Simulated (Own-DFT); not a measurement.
# How strain changes the stress of wurtzite GaN, 96 atoms (Ga48N48)

All numbers below are calculated, not measured. The program, named Own-DFT, is a retired in-house plane-wave density functional code that no person has reviewed. Each row is one single-point run on a periodic cell that was not relaxed, without spin or spin-orbit coupling.

Settings of every run: PBE; PseudoDojo norm-conserving scalar-relativistic files; cutoff 42 hartree; 3 x 4 x 3 k mesh centred on Gamma; Fermi-Dirac smearing of 0.1 eV.

Known limits: forces on such cells passed a denser k mesh, each cell not checked; stress not checked against mesh or cutoff.

Unstrained cell vectors in Å: (12.756, 0.000, 0.000); (-4.783, 8.285, 0.000); (0.000, 0.000, 10.370). The unstrained cell has measured lattice constants (interpolated for alloys), not those of this functional. That, the random moves and any unrelaxed bonds set the pressure at no strain. Each run strains this cell uniformly, with the atoms carried along. Every atom was also moved at random, by a Gaussian of width 0.05 Å on each axis. Strain is the symmetric tensor, in per cent. Stress is positive in tension, and the pressure is minus a third of its trace.

```
run  e_xx (%)  e_yy (%)  e_zz (%)  e_yz (%)  e_xz (%)  e_xy (%)  s_xx (GPa)  s_yy (GPa)  s_zz (GPa)  s_yz (GPa)  s_xz (GPa)  s_xy (GPa)  P (GPa)  E (meV/atom)
  1      1.17     -0.06     -0.86     -1.58     -1.61     -1.79       -4.15       -5.92      -12.94       -2.24       -3.59       -5.96     7.67          25.7
  2      1.62     -1.34     -1.44     -0.32     -1.16      0.30       -3.80      -11.23      -15.47       -0.31       -2.38        0.01    10.17          25.9
  3     -1.87     -0.58     -1.74     -0.53     -0.20     -0.69      -18.04      -15.87      -16.93       -1.79       -0.34       -3.87    16.95          43.2
  4     -0.16     -0.59      0.66      1.05      1.51     -1.17       -8.48      -10.86       -4.92        2.63        3.06       -4.46     8.09          16.4
  5     -1.81     -0.70     -0.22     -0.87      0.78     -0.70      -16.55      -12.59      -12.49       -1.75        2.42       -2.25    13.88          45.6
  6      0.39      1.91      0.60      0.63     -0.37     -0.80       -2.58       -0.27       -3.67        0.69       -0.77       -1.66     2.17           4.7
  7      1.61      1.33     -0.39     -0.59     -0.50      1.25       -0.63       -0.61       -6.95       -0.24       -1.44        3.85     2.73           0.0
  8     -1.60      0.49     -1.68     -1.72     -1.06      1.20      -15.59       -8.37      -17.12       -3.14       -3.19        3.45    13.69          39.6
  9     -0.35      1.13      0.53      0.69     -1.28      1.59       -7.54       -2.49       -5.95        1.27       -2.57        4.10     5.33          17.4
 10      1.32     -0.27     -0.90      1.29      1.09     -1.73       -3.17       -8.92      -10.98        2.50        2.63       -4.30     7.69          20.6
 11      1.22     -1.40     -1.51     -1.72     -0.13     -0.35       -5.78      -12.15      -14.18       -3.57       -0.52       -1.36    10.70          19.8
 12      1.21     -1.12      1.57     -1.80     -1.64      0.30       -3.71       -8.33       -0.81       -4.01       -3.26        0.65     4.28           4.4
 13      0.47     -1.88     -1.76      1.22     -1.92      0.17       -8.74      -18.02      -18.17        2.93       -3.87       -1.16    14.98          52.4
 14      1.01     -0.63     -1.72      1.51     -1.07     -1.70       -6.09      -11.68      -14.94        3.11       -2.29       -6.07    10.91          35.3
 15     -0.69     -0.62     -1.32     -0.40      1.31      1.90      -11.92      -13.02      -16.15       -1.56        2.77        5.83    13.70          49.8
 16      1.16      1.38     -1.96      1.61      1.35     -1.06       -3.78       -1.80      -14.71        3.45        2.45       -3.78     6.76          18.8
 17      0.74      0.65     -0.95     -0.43     -0.73     -0.38       -4.00       -4.98      -11.39       -0.21       -1.26       -0.99     6.79           8.7
 18      1.55     -1.65      0.16     -0.41      1.23      0.55           ?           ?           ?           ?           ?           ?        ?             ?
```

E is the free energy for each atom above the lowest run shown.

## Worked fit

Each stress component was fitted by least squares to a constant and the strains of the runs shown, as fractions, with shears doubled. Shear strains stay in the fit of a normal stress only where such slopes are resolved. The slopes, in GPa:

| stress | at no strain | per e_xx | per e_yy | per e_zz | scatter |
|---|---|---|---|---|---|
| s_xx | -7.9 | 410 ± 13 | 115 ± 14 | 81 ± 15 | 0.62 |
| s_yy | -7.8 | 149 ± 24 | 409 ± 27 | 98 ± 28 | 1.16 |
| s_zz | -8.3 | 91 ± 20 | 86 ± 22 | 451 ± 23 | 0.95 |

Each shear stress against twice its own strain: yz 98 ± 7, xz 106 ± 4, xy 152 ± 7 GPa. These are stiffnesses along x, y and z of the frame in which the cell vectors are given, which need not be the crystal's axes. The atoms are held to the strained lattice; where symmetry lets them move under strain, relaxing them would lower some slopes. The table should be nearly symmetric about its diagonal, and what it lacks of that shows the noise. A ninth of its sum, 210 ± 3 GPa, estimates the bulk modulus near the mean pressure of these runs, 9.2 GPa, so it lies above the value at zero pressure.

## Withheld run

Question: what normal stresses and pressure should run 18 give?

The fit gives s_xx = -3.3, s_yy = -12.1, s_zz = -7.6 and P = 7.7 GPa. The calculation gave -2.41, -11.91, -7.66 and P = 7.33 GPa.
